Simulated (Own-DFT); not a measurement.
# Computed records: Hf₃₆O₇₁ (tetragonal hafnia with one neutral oxygen vacancy, atoms displaced)

All values are calculated (Own-DFT development build). A calculation, not a measurement: plane-wave PBE and HSE06 DFT by an unreviewed code, no spin, of a simulated cell at Gamma alone, so results move with cell size and shape, stress positive in tension, energies less offsets, not probed for a lower state with spin; hafnium file: forces about 75 meV/angstrom off all-electron values; oxygen file: force components 24 meV/angstrom off all-electron in a glass; k mesh not checked against a denser one; forces and stress are PBE's, HSE06 gives the energy alone, and its difference from PBE has offsets of its own; offsets are fitted by least squares, one for each functional and potential file, so energies compare only between cells with the same atoms and settings and are not formation energies; the far tail of each file's local potential was reset to the Coulomb form; each entry is a single point on an unrelaxed cell, so the pressure reflects the starting lattice, taken from the Materials Project, from which strain is counted, and rises with the displacements; printed positions are rounded, which can move forces by about a meV/angstrom; the program is a retired in-house code; no spin-orbit coupling.

Common to all runs: first functional PBE; second functional HSE06; exact exchange share 0.25; screening 0.11 1/bohr; exchange divergence Gygi-Baldereschi; potential files PseudoDojo norm-conserving, scalar-relativistic, made for PBE, standard set; wave cutoff 48 hartree; occupations fixed; k mesh 1 x 1 x 1 centred on Gamma.

(1) 
```cif
# cell vector a (Å): 10.7800 0.0000 0.0000
# cell vector b (Å): 0.0000 10.7800 0.0000
# cell vector c (Å): 0.0000 0.0000 10.4493
data_Hf36O71
_symmetry_space_group_name_H-M 'P 1'
_symmetry_Int_Tables_number 1
_cell_length_a 10.7800
_cell_length_b 10.7800
_cell_length_c 10.4493
_cell_angle_alpha 90.000
_cell_angle_beta 90.000
_cell_angle_gamma 90.000
_cell_volume 1214.30
loop_
_atom_site_label
_atom_site_type_symbol
_atom_site_fract_x
_atom_site_fract_y
_atom_site_fract_z
_atom_site_occupancy
Hf1 Hf 0.00145 0.00107 0.99846 1
Hf2 Hf 0.16524 0.16950 0.25024 1
O1 O 0.99573 0.16746 0.15020 1
O2 O 0.16680 0.00176 0.34977 1
O3 O 0.99928 0.16963 0.40385 1
O4 O 0.16832 0.00028 0.09913 1
Hf3 Hf 0.99885 0.99854 0.50511 1
Hf4 Hf 0.16386 0.16164 0.74725 1
O5 O 0.00037 0.16816 0.65764 1
O6 O 0.17388 0.99658 0.84259 1
O7 O 0.00436 0.16504 0.90431 1
O8 O 0.16313 0.00224 0.59615 1
Hf5 Hf 0.00379 0.33377 0.00100 1
Hf6 Hf 0.16520 0.49581 0.24743 1
O9 O 0.00224 0.49955 0.15503 1
O10 O 0.16955 0.33477 0.34776 1
O11 O 0.99892 0.50420 0.40067 1
O12 O 0.16644 0.32882 0.09603 1
Hf7 Hf 0.00310 0.33453 0.50096 1
Hf8 Hf 0.16577 0.49942 0.74497 1
O13 O 0.99910 0.49915 0.65469 1
O14 O 0.17232 0.33513 0.84987 1
O15 O 0.99880 0.49692 0.90151 1
O16 O 0.16926 0.33365 0.59636 1
Hf9 Hf 0.00163 0.66706 0.99459 1
Hf10 Hf 0.15883 0.83757 0.24963 1
O17 O 0.99721 0.83647 0.15031 1
O18 O 0.16280 0.66737 0.34695 1
O19 O 0.00281 0.83618 0.40065 1
O20 O 0.16273 0.66978 0.10021 1
Hf11 Hf 0.99953 0.66379 0.50151 1
Hf12 Hf 0.16753 0.83701 0.74934 1
O21 O 0.99801 0.83041 0.65307 1
O22 O 0.17012 0.66172 0.84842 1
O23 O 0.99447 0.83651 0.89975 1
O24 O 0.16417 0.67039 0.59647 1
Hf13 Hf 0.32825 0.99843 0.00056 1
Hf14 Hf 0.50748 0.16523 0.24890 1
O25 O 0.33977 0.16605 0.15414 1
O26 O 0.49943 0.99776 0.34387 1
O27 O 0.33225 0.16801 0.40479 1
O28 O 0.50180 0.00378 0.09127 1
Hf15 Hf 0.32705 0.99592 0.49810 1
Hf16 Hf 0.50153 0.16260 0.74846 1
O29 O 0.33700 0.16709 0.65306 1
O30 O 0.49917 0.99969 0.84725 1
O31 O 0.33166 0.16810 0.90857 1
O32 O 0.49673 0.99801 0.59383 1
Hf17 Hf 0.33687 0.33151 0.00017 1
Hf18 Hf 0.49593 0.49707 0.25180 1
O33 O 0.33284 0.50023 0.14794 1
O34 O 0.50301 0.33662 0.34647 1
O35 O 0.33378 0.49976 0.39794 1
O36 O 0.50130 0.33472 0.09707 1
Hf19 Hf 0.33020 0.33184 0.50298 1
Hf20 Hf 0.49939 0.50136 0.75397 1
O37 O 0.33144 0.49867 0.64911 1
O38 O 0.50425 0.33291 0.84803 1
O39 O 0.33832 0.50288 0.89642 1
O40 O 0.50202 0.33141 0.59631 1
Hf21 Hf 0.32976 0.66666 0.99902 1
Hf22 Hf 0.49914 0.83790 0.24944 1
O41 O 0.33189 0.83038 0.15386 1
O42 O 0.49683 0.66660 0.34784 1
O43 O 0.33776 0.83631 0.40415 1
O44 O 0.50008 0.67153 0.09304 1
Hf23 Hf 0.33526 0.66096 0.49982 1
Hf24 Hf 0.49543 0.83451 0.74889 1
O45 O 0.33505 0.83505 0.65048 1
O46 O 0.50229 0.66371 0.85307 1
O47 O 0.33171 0.83840 0.90202 1
O48 O 0.49869 0.66654 0.60216 1
Hf25 Hf 0.66366 0.99767 0.00028 1
Hf26 Hf 0.83850 0.16367 0.25313 1
O49 O 0.66473 0.17126 0.14949 1
O50 O 0.83058 0.00166 0.34378 1
O51 O 0.66472 0.16648 0.39960 1
O52 O 0.83201 0.00241 0.09647 1
Hf27 Hf 0.66511 0.99994 0.50516 1
Hf28 Hf 0.83669 0.16571 0.74501 1
O53 O 0.83377 0.00119 0.83921 1
O54 O 0.66522 0.16927 0.90192 1
O55 O 0.83541 0.99627 0.59248 1
Hf29 Hf 0.66479 0.33372 0.00309 1
Hf30 Hf 0.83066 0.49708 0.25072 1
O56 O 0.66664 0.50103 0.14978 1
O57 O 0.83288 0.33449 0.34188 1
O58 O 0.67208 0.49905 0.39763 1
O59 O 0.83229 0.33123 0.09535 1
Hf31 Hf 0.66634 0.33140 0.49611 1
Hf32 Hf 0.82903 0.50803 0.75155 1
O60 O 0.66712 0.50413 0.65245 1
O61 O 0.83625 0.33239 0.84531 1
O62 O 0.66861 0.50026 0.90620 1
O63 O 0.83886 0.33158 0.59551 1
Hf33 Hf 0.66583 0.66817 0.99933 1
Hf34 Hf 0.83317 0.83424 0.24680 1
O64 O 0.66478 0.83532 0.15427 1
O65 O 0.83688 0.66771 0.35553 1
O66 O 0.66386 0.83010 0.40452 1
O67 O 0.83553 0.66456 0.09769 1
Hf35 Hf 0.66486 0.66042 0.50270 1
Hf36 Hf 0.83390 0.82669 0.74848 1
O68 O 0.66814 0.83069 0.65066 1
O69 O 0.83122 0.66945 0.85003 1
O70 O 0.66807 0.83320 0.90252 1
O71 O 0.83429 0.66533 0.59782 1
_calc_PBE_energy_of_cell_above_offsets '-100.846'  # eV
_calc_HSE06_less_PBE_above_offsets '-0.131'  # eV
_calc_PBE_pressure 1.06  # GPa
_calc_PBE_stress_xx -1.5  # GPa
_calc_PBE_stress_yy 0  # GPa
_calc_PBE_stress_zz -1.69  # GPa
_calc_PBE_stress_yz -0.53  # GPa
_calc_PBE_stress_xz 0.11  # GPa
_calc_PBE_stress_xy -0.04  # GPa
```

Force:
```csv
element,x (eV/Å),y (eV/Å),z (eV/Å)
Hf,-1.242,0.034,0.445
Hf,0.949,-0.274,-0.22
O,1.277,-0.247,0.381
O,-0.004,0.345,-0.28
O,0.062,-0.476,0.021
O,-0.874,0.115,-0.039
Hf,-0.192,-0.295,-1.643
Hf,1.341,1.474,1.052
O,0.565,-0.228,-1.015
O,-0.477,0.806,0.657
O,0.498,-0.078,-0.318
O,0.263,-0.163,0.94
Hf,-1.371,-0.005,-0.481
Hf,0.222,1.562,0.284
O,-0.347,-0.418,-0.492
O,-0.332,-0.365,0.104
O,0.289,-1.524,0.525
O,0.566,-0.005,0.724
Hf,-0.658,0.762,-0.425
Hf,0.235,-0.37,1.019
O,-0.019,0.148,-0.441
O,-0.383,-0.31,-0.849
O,0.08,0.962,0.194
O,-0.916,-0.165,0.479
Hf,-0.284,-0.456,0.873
Hf,0.825,-1.196,0.414
O,0.204,0.225,-0.273
O,0.385,-0.072,-0.231
O,-0.076,0.137,0.375
O,0.132,-0.015,-0.727
Hf,-0.044,0.713,-1.073
Hf,-0.029,-1.878,-0.436
O,0.696,0.404,-0.1
O,-0.382,1.217,-0.184
O,0.752,-0.427,0.07
O,0.853,-0.251,0.237
Hf,1.372,0.853,0.373
Hf,-0.802,0.217,0.177
O,-1.111,0.157,0.364
O,0.159,1.078,0.243
O,-0.155,-0.23,0.09
O,-0.808,-0.402,0.658
Hf,0.928,0.802,-0.5
Hf,0.841,0.766,0.3
O,-1.049,-0.048,0.355
O,0.035,-0.147,-0.459
O,-0.06,-0.761,-0.527
O,0.415,0.338,0.479
Hf,-0.173,0.549,-0.422
Hf,0.564,0.952,-0.809
O,-0.32,0.011,0.031
O,0.047,-0.78,0.237
O,-0.026,-0.372,0.392
O,-0.512,0.177,0.386
Hf,1.359,-0.149,-0.652
Hf,-0.259,-0.408,0.126
O,0.411,0.185,-0.219
O,-0.446,-0.116,-0.366
O,-0.024,-0.547,0.53
O,0.225,-0.167,-0.044
Hf,0.59,-0.075,0.472
Hf,-0.218,-1.436,0.181
O,-0.312,0.502,-0.092
O,0.023,-0.33,0.096
O,-0.399,-0.936,0.068
O,-0.336,-0.142,0.275
Hf,-0.283,0.779,-0.663
Hf,1.247,-0.433,0.313
O,-1.002,0.115,0.272
O,-0.083,1.1,-0.874
O,0.031,-1.322,-0.374
O,-0.225,-0.174,-0.146
Hf,0.76,0.779,-0.769
Hf,-1.167,0.763,-1.011
O,0.917,-0.328,0.405
O,0.196,-0.646,0.461
O,0.017,-0.179,0.898
O,0.324,-0.136,-0.348
Hf,-0.095,-0.779,-0.983
Hf,-1.892,0.843,1.158
O,0.158,-0.257,0.208
O,-0.035,-0.828,-0.414
O,-0.527,0.645,0.367
Hf,0.799,-0.288,-0.587
Hf,0.052,1.182,-0.5
O,-0.407,0.019,0.573
O,0.148,-0.727,0.73
O,-0.284,0.079,0.569
O,0.637,0.377,0.039
Hf,0.222,0.106,0.217
Hf,0.448,-1.908,0.372
O,-0.228,-0.118,-0.136
O,-0.036,0.083,-0.588
O,0.16,0.234,-0.826
O,-1.126,-0.354,-0.433
Hf,-0.258,-0.378,0.702
Hf,-0.554,-0.74,0.873
O,0.549,0.092,-0.318
O,-0.184,0.179,-1.049
O,0.082,0.232,0.198
O,0.091,0.366,-0.124
Hf,0.294,1.105,-0.784
Hf,-0.695,1.55,0.057
O,-0.56,0.182,0.455
O,0.292,-0.526,0.067
O,-0.05,0.206,-0.099
O,-0.248,-0.12,0.78
```

(2) 
```cif
# cell vector a (Å): 10.7800 0.0000 0.0000
# cell vector b (Å): 0.0000 10.7800 0.0000
# cell vector c (Å): 0.0000 0.0000 10.4493
data_Hf36O71
_symmetry_space_group_name_H-M 'P 1'
_symmetry_Int_Tables_number 1
_cell_length_a 10.7800
_cell_length_b 10.7800
_cell_length_c 10.4493
_cell_angle_alpha 90.000
_cell_angle_beta 90.000
_cell_angle_gamma 90.000
_cell_volume 1214.30
loop_
_atom_site_label
_atom_site_type_symbol
_atom_site_fract_x
_atom_site_fract_y
_atom_site_fract_z
_atom_site_occupancy
Hf1 Hf 0.99943 0.99441 0.99877 1
Hf2 Hf 0.16686 0.17034 0.25098 1
O1 O 0.99888 0.16908 0.15495 1
O2 O 0.16536 0.99959 0.35305 1
O3 O 0.00586 0.16241 0.40074 1
O4 O 0.16513 0.99818 0.10183 1
Hf3 Hf 0.00092 0.99685 0.50572 1
Hf4 Hf 0.16643 0.16761 0.75083 1
O5 O 0.00114 0.16471 0.65139 1
O6 O 0.16579 0.99350 0.84308 1
O7 O 0.99964 0.16548 0.90389 1
O8 O 0.16495 0.00473 0.59408 1
Hf5 Hf 0.99724 0.33511 0.00377 1
Hf6 Hf 0.16648 0.49810 0.24898 1
O9 O 0.99794 0.50331 0.14890 1
O10 O 0.17103 0.33189 0.34893 1
O11 O 0.99697 0.50183 0.40585 1
O12 O 0.16727 0.33346 0.10322 1
Hf7 Hf 0.00152 0.32902 0.50019 1
Hf8 Hf 0.17519 0.50184 0.75010 1
O13 O 0.99651 0.49659 0.64751 1
O14 O 0.16665 0.32847 0.84465 1
O15 O 0.99649 0.49873 0.90118 1
O16 O 0.17133 0.33687 0.59958 1
Hf9 Hf 0.99658 0.66254 0.99922 1
Hf10 Hf 0.17069 0.83194 0.25140 1
O17 O 0.99863 0.83516 0.14933 1
O18 O 0.16728 0.66778 0.34865 1
O19 O 0.99720 0.83512 0.40403 1
O20 O 0.16922 0.66278 0.09820 1
Hf11 Hf 0.99891 0.66344 0.49914 1
Hf12 Hf 0.16828 0.83223 0.74900 1
O21 O 0.99705 0.83693 0.64713 1
O22 O 0.16185 0.66685 0.85259 1
O23 O 0.00153 0.83641 0.90000 1
O24 O 0.16746 0.66597 0.59935 1
Hf13 Hf 0.32711 0.00012 0.00118 1
Hf14 Hf 0.49971 0.16541 0.25290 1
O25 O 0.33533 0.16735 0.15743 1
O26 O 0.49934 0.99939 0.34797 1
O27 O 0.33932 0.17174 0.40073 1
O28 O 0.49643 0.00046 0.09937 1
Hf15 Hf 0.33197 0.99905 0.49970 1
Hf16 Hf 0.49685 0.16782 0.74938 1
O29 O 0.33239 0.16707 0.65063 1
O30 O 0.50564 0.99742 0.84187 1
O31 O 0.49442 0.99812 0.59192 1
Hf17 Hf 0.33367 0.33535 0.99750 1
Hf18 Hf 0.49761 0.50048 0.25032 1
O32 O 0.33432 0.50337 0.15326 1
O33 O 0.50082 0.33825 0.34801 1
O34 O 0.33583 0.50216 0.40039 1
O35 O 0.50238 0.33572 0.09521 1
Hf19 Hf 0.33480 0.33590 0.49632 1
Hf20 Hf 0.49576 0.49962 0.75488 1
O36 O 0.33339 0.49844 0.65161 1
O37 O 0.50111 0.33465 0.85140 1
O38 O 0.32947 0.50163 0.90451 1
O39 O 0.50394 0.33014 0.59978 1
Hf21 Hf 0.34075 0.66919 0.99669 1
Hf22 Hf 0.49846 0.83254 0.25219 1
O40 O 0.32876 0.82872 0.14990 1
O41 O 0.50173 0.66598 0.34514 1
O42 O 0.33483 0.83571 0.40401 1
O43 O 0.50373 0.66660 0.09866 1
Hf23 Hf 0.33165 0.66858 0.50075 1
Hf24 Hf 0.49604 0.83352 0.75058 1
O44 O 0.33590 0.83186 0.64554 1
O45 O 0.49609 0.66759 0.85055 1
O46 O 0.33024 0.83443 0.89775 1
O47 O 0.49846 0.66899 0.59356 1
Hf25 Hf 0.66699 0.00114 0.99656 1
Hf26 Hf 0.83434 0.16408 0.24879 1
O48 O 0.66830 0.16185 0.15915 1
O49 O 0.83294 0.00096 0.34705 1
O50 O 0.66360 0.16774 0.40296 1
O51 O 0.82958 0.00195 0.09090 1
Hf27 Hf 0.66494 0.99949 0.49777 1
Hf28 Hf 0.83020 0.16470 0.75247 1
O52 O 0.66898 0.17276 0.65624 1
O53 O 0.83240 0.99461 0.84914 1
O54 O 0.66389 0.16892 0.90332 1
O55 O 0.83832 0.00158 0.60067 1
Hf29 Hf 0.67354 0.33146 0.00287 1
Hf30 Hf 0.82935 0.49943 0.25247 1
O56 O 0.66243 0.49923 0.15063 1
O57 O 0.83192 0.33369 0.34814 1
O58 O 0.66622 0.49829 0.40254 1
O59 O 0.83541 0.33624 0.10146 1
Hf31 Hf 0.66339 0.33183 0.49926 1
Hf32 Hf 0.83048 0.49939 0.74923 1
O60 O 0.66302 0.50206 0.65266 1
O61 O 0.82917 0.33095 0.84551 1
O62 O 0.66675 0.49792 0.89852 1
O63 O 0.83383 0.33032 0.59643 1
Hf33 Hf 0.66760 0.66528 0.00220 1
Hf34 Hf 0.83496 0.83135 0.24940 1
O64 O 0.66540 0.83157 0.15188 1
O65 O 0.83240 0.66932 0.34374 1
O66 O 0.66899 0.82834 0.40007 1
O67 O 0.83060 0.66529 0.09698 1
Hf35 Hf 0.67032 0.66671 0.50143 1
Hf36 Hf 0.83679 0.83276 0.75083 1
O68 O 0.66792 0.83512 0.65309 1
O69 O 0.83197 0.66400 0.84560 1
O70 O 0.66970 0.83447 0.90311 1
O71 O 0.83137 0.66496 0.59924 1
_calc_PBE_stress_xx ?
```

Questions
1. Estimate the PBE stress xx of Hf₃₆O₇₁ (tetragonal hafnia with one neutral oxygen vacancy, atoms displaced) (entry 2).

## Answers
1. 0 GPa

Further results for Hf₃₆O₇₁ (tetragonal hafnia with one neutral oxygen vacancy, atoms displaced) (entry 2):

* PBE energy of cell above offsets: -100.983 eV
* HSE06 less PBE above offsets: -0.155 eV
* PBE pressure: 0.67 GPa
* PBE stress yy: -0.79 GPa
* PBE stress zz: -1.23 GPa
* PBE stress yz: -0.43 GPa
* PBE stress xz: 0.09 GPa
* PBE stress xy: -0.01 GPa

Force:
```csv
element,x (eV/Å),y (eV/Å),z (eV/Å)
Hf,-0.333,0.809,0.345
Hf,-0.391,-1.135,0.299
O,0.293,0.063,-0.329
O,0.701,-0.076,-0.968
O,-0.291,0.803,0.265
O,0.318,0.265,-0.59
Hf,-0.138,0.448,-1.046
Hf,-0.432,-0.67,-0.608
O,-0.176,0.523,0.387
O,0.492,1.425,0.629
O,0.002,0.064,0.238
O,0.968,-0.528,0.918
Hf,0.702,-0.566,-0.526
Hf,0.129,0.826,-0.387
O,0.118,-0.208,0.579
O,-0.276,0.757,0.243
O,0.27,-0.787,-0.944
O,-0.064,0.205,-0.707
Hf,-0.409,0.115,0.607
Hf,-2.181,-0.391,-0.18
O,0.884,0.363,0.882
O,0.688,1.144,0.795
O,0.098,-0.402,0.143
O,-0.464,-0.147,-0.428
Hf,1.032,0.328,0.222
Hf,-1.171,0.449,0.022
O,0.312,-0.175,0.227
O,-0.091,-0.372,0.151
O,-0.005,-0.88,-0.341
O,-0.537,0.065,-0.381
Hf,-0.035,0.582,0.386
Hf,-0.493,-0.592,-0.357
O,1.064,-0.503,0.745
O,0.265,0.011,-0.841
O,-0.241,-1.248,-0.195
O,-0.257,-0.081,0.195
Hf,0.568,0.435,0.214
Hf,0.136,0.326,-0.128
O,-0.502,0.012,-1.016
O,0.268,-0.203,0.037
O,-0.119,-0.766,0.304
O,-0.161,-0.118,-0.699
Hf,-0.654,0.887,-0.465
Hf,0.521,0.199,-0.145
O,0.114,-0.036,0.883
O,-0.619,0.774,0.302
O,1.327,0.286,0.566
Hf,0.461,-0.975,0.866
Hf,0.298,0.116,-0.102
O,-0.281,-0.325,-0.211
O,-0.009,-0.739,0.054
O,-0.347,-0.014,0.269
O,-0.465,-0.326,-0.083
Hf,0.22,-0.23,0.407
Hf,1.537,-0.117,-0.715
O,0.661,0.241,0.053
O,-1.117,-0.393,-0.414
O,0.016,-0.251,-0.706
O,-1.256,0.144,0.061
Hf,-1.081,0.201,1.314
Hf,0.549,-0.086,-0.578
O,1.094,0.092,0.027
O,-0.264,0.316,0.146
O,-0.092,-0.673,-0.743
O,-0.696,0.156,-0.299
Hf,0.54,0.013,-0.481
Hf,1.122,-0.155,-0.781
O,-0.966,0.13,0.7
O,-0.106,-0.166,-0.175
O,0.323,0.126,0.081
O,0.181,-0.113,0.391
Hf,-0.706,-0.512,0.426
Hf,0.216,0.068,0.75
O,-0.284,0.463,-0.784
O,-0.391,-0.251,-0.096
O,-0.125,-0.472,0.303
O,0.885,0.033,0.611
Hf,0.576,-0.49,0.306
Hf,0.919,-0.167,-0.511
O,-0.815,-0.807,-0.281
O,-0.071,1.007,-0.118
O,0.28,-0.438,0.131
O,-1.697,0.11,-0.194
Hf,-1.167,0.676,-0.398
Hf,-0.133,-0.104,-0.089
O,0.955,0.025,0.172
O,0.313,-0.386,-0.249
O,0.43,0.579,-0.032
O,-0.27,-0.071,-0.132
Hf,0.967,0.299,0.291
Hf,0.178,-0.409,-0.544
O,-0.162,-0.01,0.192
O,0.219,0.231,0.699
O,-0.079,0.194,0.667
O,-0.11,0.096,-0.201
Hf,0.037,0.326,-0.489
Hf,-0.419,0.809,-0.092
O,0.079,0.174,0.301
O,0.179,-0.871,0.554
O,-0.252,1.163,0.364
O,0.364,0.033,0.063
Hf,-0.947,-0.361,-0.037
Hf,-0.816,-0.025,-0.249
O,-0.348,0.079,0.022
O,0.322,0.467,0.381
O,-0.319,-0.765,0.145
O,0.634,0.054,-0.267
```
